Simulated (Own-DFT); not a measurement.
Simulation results for InAs (zincblende, strongly disordered by large displacements), GaP (zincblende, strongly disordered by large displacements)

A calculation, not a measurement: plane-wave PBE density functional theory by an unreviewed code, no spin, of a simulated periodic cell, stress positive in tension, free energy of the whole cell less one offset for each atom, forces on such cells passed a denser k mesh, this cell's mesh not checked; broken bonds can close the gap or carry spin, so checks made on this kind of crystal may not hold here; offsets are fitted by least squares, one for each functional and potential file, so energies compare only between cells with the same atoms and settings and are not formation energies; the far tail of each file's local potential was reset to the Coulomb form; each entry is a single point on an unrelaxed cell, so the pressure reflects the starting lattice, mostly measured values (interpolated for alloys), from which strain is counted, and rises with the displacements; printed positions are rounded, which can move forces by about a meV/angstrom; the program, named Own-DFT, is a retired in-house code; no spin-orbit coupling. Program: Own-DFT development build.

Settings shared by all entries: functional PBE; potential files PseudoDojo norm-conserving, scalar-relativistic, standard set; wave cutoff 42 hartree; occupations Fermi-Dirac; smearing width 0.1 eV; k mesh 3 x 3 x 3 centred on Gamma.

(1) InAs (zincblende, strongly disordered by large displacements)

```
CELL_PARAMETERS angstrom
12.11660 0.00000 0.00000
0.00000 12.11660 0.00000
0.00000 0.00000 12.11660
ATOMIC_POSITIONS crystal
In 0.97243 0.97076 0.96270
In 0.01788 0.26440 0.24576
In 0.28128 0.98384 0.22156
In 0.25023 0.24771 0.96759
As 0.15466 0.13708 0.14851
As 0.13581 0.40534 0.39074
As 0.36690 0.15135 0.33830
As 0.43045 0.33763 0.06976
In 0.99864 0.99212 0.52158
In 0.96678 0.25629 0.74778
In 0.22298 0.98467 0.72912
In 0.22623 0.21312 0.43759
As 0.13323 0.14228 0.69581
As 0.21220 0.39972 0.87038
As 0.41108 0.11121 0.86835
As 0.37111 0.37729 0.61113
In 0.99427 0.51359 0.07415
In 0.00753 0.72720 0.24773
In 0.20715 0.49114 0.24392
In 0.22940 0.77239 0.00427
As 0.14782 0.63120 0.09146
As 0.10376 0.88960 0.41004
As 0.38037 0.60221 0.41522
As 0.43679 0.90216 0.17015
In 0.00310 0.48675 0.49660
In 0.00777 0.71750 0.74082
In 0.29054 0.51367 0.75273
In 0.28099 0.77971 0.51952
As 0.15206 0.65559 0.56397
As 0.12595 0.90024 0.88238
As 0.45540 0.63183 0.85445
As 0.41870 0.87530 0.61158
In 0.50999 0.98966 0.99129
In 0.49045 0.22543 0.22319
In 0.73211 0.02763 0.28024
In 0.72175 0.24002 0.95990
As 0.62522 0.14119 0.13221
As 0.64207 0.35020 0.38414
As 0.87664 0.16138 0.37460
As 0.85506 0.39654 0.10444
In 0.49078 0.98519 0.46515
In 0.50363 0.23383 0.76577
In 0.73895 0.97238 0.77079
In 0.77104 0.28011 0.50544
As 0.58801 0.09972 0.67143
As 0.65773 0.41363 0.90924
As 0.86575 0.11318 0.88471
As 0.83885 0.38088 0.65937
In 0.49298 0.48030 0.95838
In 0.50461 0.77767 0.28808
In 0.76126 0.50418 0.22855
In 0.77106 0.74046 0.97966
As 0.67353 0.65877 0.11314
As 0.64544 0.85323 0.37801
As 0.85521 0.63315 0.40621
As 0.89189 0.84388 0.09783
In 0.52091 0.51027 0.50562
In 0.53442 0.74452 0.73397
In 0.74734 0.51566 0.75591
In 0.77324 0.77296 0.49416
As 0.60807 0.63661 0.60384
As 0.60516 0.84614 0.86623
As 0.91763 0.66087 0.90772
As 0.86496 0.93129 0.64260
```

```
hardware                          : one NVIDIA H200
free energy of cell above offsets : 28.220 eV
pressure                          : 14.57 GPa
stress xx                         : -15.47 GPa
stress yy                         : -15.06 GPa
stress zz                         : -13.19 GPa
stress yz                         : 1.54 GPa
stress xz                         : 4.76 GPa
stress xy                         : 1.88 GPa
wall time                         : 1409 s
```

Force:
```tsv
element	x (eV/Å)	y (eV/Å)	z (eV/Å)
In	-0.841	0.942	2.755
In	-0.807	0.664	-0.143
In	-5.089	1.941	2.05
In	1.157	-4.248	2.942
As	-0.349	0.098	-1.74
As	0.38	-4.229	1.242
As	1.502	-4.605	1.018
As	-2.602	-0.607	0.974
In	-0.417	4.695	0.67
In	1.111	-0.899	1.261
In	4.218	-3.135	-0.269
In	-4.045	1.742	4.38
As	-1.644	4.052	-2.802
As	-5.024	0.295	1.473
As	-4.72	-2.326	1.602
As	0.833	-1.032	-0.166
In	1.237	1.068	-2.191
In	-0.23	0.689	1.095
In	3.629	2.368	-3.413
In	3.761	3.036	-1.847
As	0.112	-2.388	3.188
As	3.841	-2.984	-4.124
As	-2.915	2.459	-3.567
As	1.489	0.324	-4.677
In	-3.302	2.413	2.724
In	1.275	1.204	-2.302
In	2.187	3.918	-3.927
In	0.892	1.441	-2.881
As	-4.182	-4.052	3.037
As	2.261	-2.111	-1.541
As	-5.281	-0.371	2.229
As	-0.441	1.457	3.323
In	1.093	-0.141	1.172
In	0.304	4.307	1.436
In	0.759	-0.311	-0.568
In	0.511	-2.101	1.632
As	4.114	-3.22	-3.305
As	-2.998	2.429	-2.651
As	1.147	-1.67	0.326
As	-0.359	-5.935	-1.271
In	0.996	2.821	-0.925
In	-0.023	7.762	-1.125
In	-3.068	2.154	2.472
In	0.311	-2.105	0.851
As	2.737	-3.353	-3.779
As	2.951	-0.075	-1.812
As	-0.767	1.867	-1.268
As	2.642	-0.422	-1.58
In	-2.384	1.225	2.38
In	-2.342	-7.285	0.023
In	-2.375	1.989	3.704
In	-3.926	3.276	-2.481
As	-4.262	-2.296	4.141
As	1.997	4.274	0.414
As	3.08	-4.516	-3.395
As	0.396	1.743	3.298
In	-0.187	-6.581	-1.603
In	-1.739	2.326	-4.217
In	-1.131	4.027	1.043
In	0.162	2.254	5.396
As	6.642	0.884	-0.131
As	3.344	2.961	5.14
As	3.274	-4.121	-1.946
As	1.105	-3.982	-1.74
```

(2) GaP (zincblende, strongly disordered by large displacements)

```
CELL_PARAMETERS angstrom
10.90100 0.00000 0.00000
0.00000 10.90100 0.00000
0.00000 0.00000 10.90100
ATOMIC_POSITIONS crystal
Ga 0.99718 0.98454 0.98219
Ga 0.97866 0.25230 0.23852
Ga 0.22991 0.01603 0.21771
Ga 0.24512 0.26332 0.00347
P 0.12291 0.13246 0.12733
P 0.13888 0.36693 0.34825
P 0.39012 0.13060 0.36944
P 0.38748 0.36400 0.08403
Ga 0.02713 0.03426 0.47185
Ga 0.97037 0.23916 0.73804
Ga 0.25851 0.97538 0.75320
Ga 0.22227 0.27135 0.47706
P 0.12222 0.12499 0.64421
P 0.13957 0.38754 0.86141
P 0.35909 0.12922 0.86407
P 0.36234 0.37185 0.64048
Ga 0.98458 0.51643 0.01932
Ga 0.01321 0.74094 0.22113
Ga 0.23105 0.48313 0.24253
Ga 0.23707 0.75810 0.01271
P 0.09743 0.61698 0.11759
P 0.09188 0.86255 0.38516
P 0.38653 0.59881 0.37011
P 0.35106 0.87003 0.15416
Ga 0.97490 0.47303 0.50809
Ga 0.99811 0.75857 0.79384
Ga 0.25140 0.49923 0.76937
Ga 0.25137 0.74658 0.49497
P 0.13046 0.62284 0.62216
P 0.13065 0.86245 0.86240
P 0.36047 0.61050 0.88159
P 0.38725 0.87346 0.59519
Ga 0.47966 0.02503 0.00258
Ga 0.48510 0.26731 0.27413
Ga 0.79932 0.99818 0.22929
Ga 0.73607 0.25018 0.01879
P 0.59825 0.10171 0.11762
P 0.62704 0.35443 0.41983
P 0.86643 0.13105 0.39560
P 0.85584 0.34999 0.15113
Ga 0.53776 0.97897 0.51223
Ga 0.49937 0.26664 0.73035
Ga 0.74995 0.99340 0.77289
Ga 0.73885 0.25508 0.53502
P 0.64571 0.11249 0.62867
P 0.61015 0.37909 0.88020
P 0.85800 0.12499 0.87616
P 0.83914 0.38249 0.61288
Ga 0.54326 0.50394 0.99473
Ga 0.53237 0.72595 0.22694
Ga 0.74110 0.48075 0.20510
Ga 0.75949 0.76225 0.00940
P 0.61343 0.59028 0.13641
P 0.63124 0.89968 0.36269
P 0.88374 0.60861 0.37287
P 0.90974 0.87603 0.10954
Ga 0.50886 0.51604 0.51895
Ga 0.48961 0.79196 0.73591
Ga 0.75897 0.51891 0.73715
Ga 0.72315 0.74099 0.48721
P 0.60976 0.61315 0.63542
P 0.62186 0.89047 0.89227
P 0.87311 0.64401 0.88949
P 0.85383 0.87492 0.65442
```

```
hardware                          : one NVIDIA H100
free energy of cell above offsets : 2.701 eV
pressure                          : 10.88 GPa
stress xx                         : -10.68 GPa
stress yy                         : -12.02 GPa
stress zz                         : -9.94 GPa
stress yz                         : -1.09 GPa
stress xz                         : -2.27 GPa
stress xy                         : -0.46 GPa
wall time                         : 553.6 s
```

Force:
```tsv
element	x (eV/Å)	y (eV/Å)	z (eV/Å)
Ga	2.308	3.906	-2.535
Ga	4.73	-3.851	4.392
Ga	3.14	-2.486	5.305
Ga	-1.933	-1.719	-1.982
P	-4.129	2.853	-3.816
P	-7.31	-0.262	-0.115
P	-3.226	-2.51	1.995
P	1.856	2.247	3.806
Ga	0.023	-0.588	1.838
Ga	0.89	1.263	0.581
Ga	0.825	1.766	-1.443
Ga	4.707	-4.504	5.394
P	0.404	0.089	-1.992
P	-6.078	-3.832	3.582
P	0.437	-0.059	-0.039
P	-1.225	1.615	-2.902
Ga	-3.158	-4.928	-4.272
Ga	-2.434	2.525	5.645
Ga	4.339	3.744	-3.68
Ga	1.211	-1.363	-0.404
P	7.637	-0.321	0.889
P	1.728	-0.409	-0.965
P	-0.825	1.61	-0.855
P	1.928	-1.234	-1.783
Ga	3.493	2.459	-1.968
Ga	-2.715	-1.861	-5.87
Ga	1.231	2.14	-4.733
Ga	-0.405	-0.966	-1.32
P	-1.155	-0.787	1.147
P	2.945	2.848	3.103
P	3.097	3.81	2.199
P	-2.818	1.317	-0.315
Ga	-3.376	-3.395	-3.11
Ga	1.621	1.312	-2.194
Ga	-2.669	1.339	1.508
Ga	-1.363	-1.656	-1.649
P	5.334	3.733	4.789
P	-2.828	3.184	-4.273
P	-0.023	0.585	-1.847
P	-0.173	1.279	-5.588
Ga	-1.562	2.815	-0.126
Ga	1.008	-2.581	1.281
Ga	-0.903	0.299	-0.683
Ga	-0.681	-4.963	-2.775
P	-2.106	-0.668	2.512
P	4.159	-3.415	-3.8
P	1.296	1.19	1.949
P	4.165	1.432	4.482
Ga	-6.782	0.86	-2.408
Ga	-4.313	5.273	4.804
Ga	1.359	0.902	6.758
Ga	-1.822	0.432	0.106
P	2.134	2.881	-0.98
P	2.051	-3.141	-3.128
P	-1.624	0.955	-1.396
P	-2.51	-2.053	1.825
Ga	-3.38	-4.719	-3.009
Ga	2.059	-3.493	3.505
Ga	-0.673	0.288	2.711
Ga	1.484	-0.005	0.673
P	2.187	5.233	2.77
P	-1.986	-1.184	0.584
P	-1.434	-3.299	-0.218
P	1.83	-1.931	-1.957
```

(3) InAs (zincblende, strongly disordered by large displacements)

```
CELL_PARAMETERS angstrom
12.11660 0.00000 0.00000
0.00000 12.11660 0.00000
0.00000 0.00000 12.11660
ATOMIC_POSITIONS crystal
In 0.01165 0.01860 0.98661
In 0.99635 0.23934 0.27910
In 0.23162 0.00107 0.23053
In 0.23672 0.23856 0.98432
As 0.12915 0.13567 0.12993
As 0.11979 0.35967 0.37816
As 0.39647 0.11880 0.36887
As 0.35356 0.34623 0.13154
In 0.01108 0.98958 0.52850
In 0.99114 0.26424 0.75900
In 0.23715 0.97874 0.77484
In 0.23559 0.26134 0.48322
As 0.08080 0.13342 0.64215
As 0.12695 0.37193 0.87262
As 0.35517 0.13985 0.87081
As 0.37886 0.37676 0.61960
In 0.01351 0.50924 0.98344
In 0.99532 0.77964 0.25516
In 0.24873 0.51474 0.23224
In 0.25490 0.76070 0.98469
As 0.14409 0.62594 0.11418
As 0.13207 0.85819 0.36934
As 0.39982 0.58729 0.39321
As 0.36192 0.84463 0.14705
In 0.98778 0.52777 0.49162
In 0.97720 0.75045 0.75150
In 0.26153 0.49012 0.75137
In 0.23851 0.76482 0.48817
As 0.11588 0.66326 0.64058
As 0.13463 0.86329 0.89390
As 0.38211 0.61985 0.88374
As 0.38054 0.86240 0.65449
In 0.50876 0.99965 0.99005
In 0.49450 0.23166 0.25737
In 0.75732 0.01637 0.24886
In 0.76167 0.23849 0.99766
As 0.65401 0.12119 0.13688
As 0.58903 0.39732 0.32812
As 0.86713 0.10603 0.37282
As 0.87370 0.40227 0.09700
In 0.51253 0.00343 0.50692
In 0.51493 0.23099 0.75574
In 0.73059 0.99273 0.75235
In 0.73516 0.26795 0.50905
As 0.62023 0.13505 0.61417
As 0.64549 0.38386 0.87069
As 0.86923 0.11849 0.90423
As 0.86912 0.36740 0.64371
In 0.50658 0.53004 0.99247
In 0.48681 0.74818 0.26120
In 0.76969 0.48400 0.23918
In 0.74494 0.76774 0.01780
As 0.62017 0.64852 0.12784
As 0.60022 0.88070 0.39160
As 0.86826 0.60548 0.38085
As 0.86826 0.82930 0.14143
In 0.51423 0.49575 0.51030
In 0.51955 0.74874 0.72986
In 0.75772 0.52610 0.76672
In 0.76747 0.75420 0.49424
As 0.63798 0.61520 0.63194
As 0.61221 0.89044 0.84828
As 0.87619 0.62444 0.87695
As 0.86561 0.85573 0.62486
```

```
hardware                          : one NVIDIA H200
free energy of cell above offsets : -0.973 eV
pressure                          : 9.23 GPa
stress xx                         : -10.09 GPa
stress yy                         : -7.92 GPa
stress zz                         : -9.68 GPa
stress yz                         : 1.14 GPa
stress xz                         : -3.38 GPa
stress xy                         : 1.87 GPa
wall time                         : 1220 s
```

Force:
```tsv
element	x (eV/Å)	y (eV/Å)	z (eV/Å)
In	1.714	-2.062	2.153
In	-1.048	-0.099	-1.96
In	2.263	-1.37	1.526
In	-0.466	1.866	2.278
As	-2.116	0.714	-0.544
As	-2.031	5.037	-1.905
As	-4.209	-2.621	2.685
As	0.855	1.113	-0.426
In	-1.2	-1.376	-2.074
In	-0.786	-0.558	2.1
In	1.337	2.252	-2.302
In	3.612	-3.038	3.239
As	3.794	-0.612	-0.379
As	-0.023	0.663	-0.467
As	2.669	-2.79	-1.562
As	-0.074	-1.627	0.264
In	0.668	0.265	0.865
In	3.144	-4.215	2.412
In	2.006	-2.686	2.206
In	3.649	-3.498	2.906
As	-2.511	2.024	-0.934
As	-1.548	4.553	-1.148
As	-4.173	3.772	-3.355
As	-0.94	2.792	-2.126
In	4.568	-3.444	4.744
In	0.654	0.461	1.817
In	-0.409	1.208	-0.189
In	4.11	-3.313	3.691
As	1.841	-2.649	-1.61
As	-5.918	1.775	-1.775
As	-2.197	2.116	-3.229
As	-2.245	2.179	-2.677
In	-1.273	0.844	1.665
In	1.621	1.569	-3.387
In	0.152	-5.586	0.506
In	-2.413	3.907	2.066
As	-4.284	2.271	-3.206
As	1.87	0.562	1.427
As	2.031	1.664	3.882
As	1.259	-2.56	-0.416
In	-3.027	0.486	1.849
In	-1.197	2.255	0.868
In	4.092	3.332	-2.924
In	0.66	0.696	-1.846
As	1.331	-0.946	0.913
As	-1.509	-1.132	0.959
As	0.563	-1.566	-4.929
As	-1.054	2.468	-1.64
In	2.235	-3.338	2.414
In	1.338	-1.499	2.058
In	-2.2	1.177	1.015
In	-2.434	-1.279	-4.256
As	0.181	-1.37	0.796
As	3.305	-2.422	-2.511
As	-3.087	3.326	-3.944
As	-1.536	5.312	-1.262
In	2.329	-2.089	2.081
In	-0.187	-2.02	1.393
In	-0.74	-2.938	-1.86
In	-3.011	-1.452	-1.942
As	0.389	0.775	-1.712
As	-1.644	-3.303	3.673
As	0.925	2.431	2.803
As	0.33	3.597	1.244
```

(4) InAs (zincblende, strongly disordered by large displacements)

```
CELL_PARAMETERS angstrom
12.11660 0.00000 0.00000
0.00000 12.11660 0.00000
0.00000 0.00000 12.11660
ATOMIC_POSITIONS crystal
In 0.99988 0.00132 0.00187
In 0.01042 0.28873 0.23788
In 0.25470 0.95561 0.25995
In 0.24074 0.25640 0.98261
As 0.10186 0.14033 0.08111
As 0.12482 0.37012 0.38282
As 0.37742 0.12815 0.38742
As 0.39068 0.38501 0.14244
In 0.97964 0.03660 0.50480
In 0.99520 0.25402 0.74146
In 0.23724 0.99295 0.74131
In 0.25429 0.26899 0.51424
As 0.15268 0.11965 0.63587
As 0.13211 0.37876 0.88262
As 0.37496 0.13406 0.86834
As 0.39504 0.38391 0.62515
In 0.99920 0.53775 0.00400
In 0.01765 0.75191 0.25728
In 0.26604 0.50768 0.21642
In 0.25024 0.74139 0.00053
As 0.12755 0.61841 0.13004
As 0.10978 0.88379 0.37474
As 0.38952 0.64828 0.37467
As 0.35800 0.87790 0.12724
In 0.03114 0.51372 0.47828
In 0.00437 0.74650 0.76079
In 0.28946 0.49831 0.74386
In 0.24031 0.73616 0.51208
As 0.10844 0.63839 0.62774
As 0.10365 0.89768 0.87465
As 0.35007 0.62858 0.86373
As 0.38277 0.90479 0.64039
In 0.49676 0.02026 0.98565
In 0.50992 0.25682 0.24526
In 0.76266 0.97418 0.24979
In 0.74107 0.24693 0.02762
As 0.62395 0.12400 0.12174
As 0.61547 0.36141 0.39978
As 0.87715 0.13907 0.39532
As 0.87061 0.37858 0.08750
In 0.50097 0.02054 0.49668
In 0.50008 0.23682 0.72925
In 0.73134 0.02342 0.75166
In 0.75450 0.25501 0.48788
As 0.61705 0.13203 0.61524
As 0.61162 0.35432 0.89725
As 0.88524 0.10500 0.88193
As 0.89424 0.35893 0.62692
In 0.50037 0.51167 0.99941
In 0.48763 0.75898 0.24454
In 0.75716 0.52917 0.25771
In 0.74951 0.75815 0.99390
As 0.60954 0.60770 0.12414
As 0.62029 0.85205 0.40785
As 0.89799 0.62505 0.37397
As 0.86883 0.88840 0.12452
In 0.48522 0.48007 0.49605
In 0.51501 0.76094 0.74581
In 0.75587 0.48850 0.75386
In 0.76677 0.75628 0.47281
As 0.59811 0.60569 0.61387
As 0.61748 0.88478 0.89226
As 0.88162 0.63835 0.86813
As 0.90523 0.88265 0.60052
```

```
hardware                          : one NVIDIA H200
free energy of cell above offsets : -4.531 eV
pressure                          : 8.59 GPa
stress xx                         : -8.84 GPa
stress yy                         : -8.55 GPa
stress zz                         : -8.39 GPa
stress yz                         : 0.02 GPa
stress xz                         : -0.33 GPa
stress xy                         : 2.17 GPa
wall time                         : 1144 s
```

Force:
```tsv
element	x (eV/Å)	y (eV/Å)	z (eV/Å)
In	-1.603	-1.808	1.507
In	-1.372	-1.798	-1.495
In	-1.526	3.811	2.387
In	2.585	-1.103	1.733
As	1.872	1.977	3.796
As	2.224	0.051	-1.034
As	-1.619	1.001	-2.494
As	0.467	-1.887	-2.889
In	4.779	-1.676	2.523
In	3.088	-3.197	3.678
In	1.466	-1.686	3.723
In	0.153	-1.384	-0.023
As	-3.635	3.812	-3.051
As	-1.893	2.962	-2.568
As	-1.22	-0.045	-0.739
As	-2.13	-3.146	1.798
In	-0.445	-2.485	-1.372
In	-0.997	0.114	-1.621
In	-0.502	0.851	3.735
In	-1.345	1.388	-0.137
As	-0.255	2.007	0.36
As	-0.013	0.563	2.631
As	-2.235	-2.64	1.492
As	3.275	-0.938	-4.054
In	-0.994	-0.289	2.212
In	0.157	2.909	-0.954
In	-4.292	-1.584	-0.621
In	1.528	2.161	-0.971
As	1.406	-2.298	0.378
As	2.415	-2.933	-0.897
As	3.525	2.53	2.085
As	0.994	-2.424	-1.475
In	-0.693	-0.296	1.341
In	0.026	-1.309	1.231
In	-3.4	2.933	4.026
In	0.694	-0.786	-2.739
As	-0.799	-2.152	2.334
As	0.462	1.359	-2.766
As	-1.332	1.337	-6.529
As	1.736	2.583	2.553
In	0.184	-2.323	0.204
In	-0.582	1.297	2.654
In	1.312	-1.193	0.347
In	-0.137	0.543	2.916
As	2.73	-0.076	-0.734
As	0.211	0.815	-1.721
As	-2.48	2.763	-1.956
As	-2.854	3.775	-3.139
In	-2.151	-1.777	-2.566
In	2.157	0.715	-1.023
In	-0.634	-2.244	-0.811
In	-0.144	-0.686	0.972
As	2.251	3.393	1.849
As	-3.138	2.914	-3.047
As	-0.965	0.417	-0.334
As	3.045	-3.459	-2.354
In	1.102	3.61	-3.604
In	-0.847	-0.368	-0.067
In	-0.895	-0.447	-0.186
In	2.773	-1.707	3.003
As	2.577	1.368	1.227
As	0.583	-0.55	-1.511
As	-2.474	-1.07	0.62
As	-2.172	-2.192	2.165
```
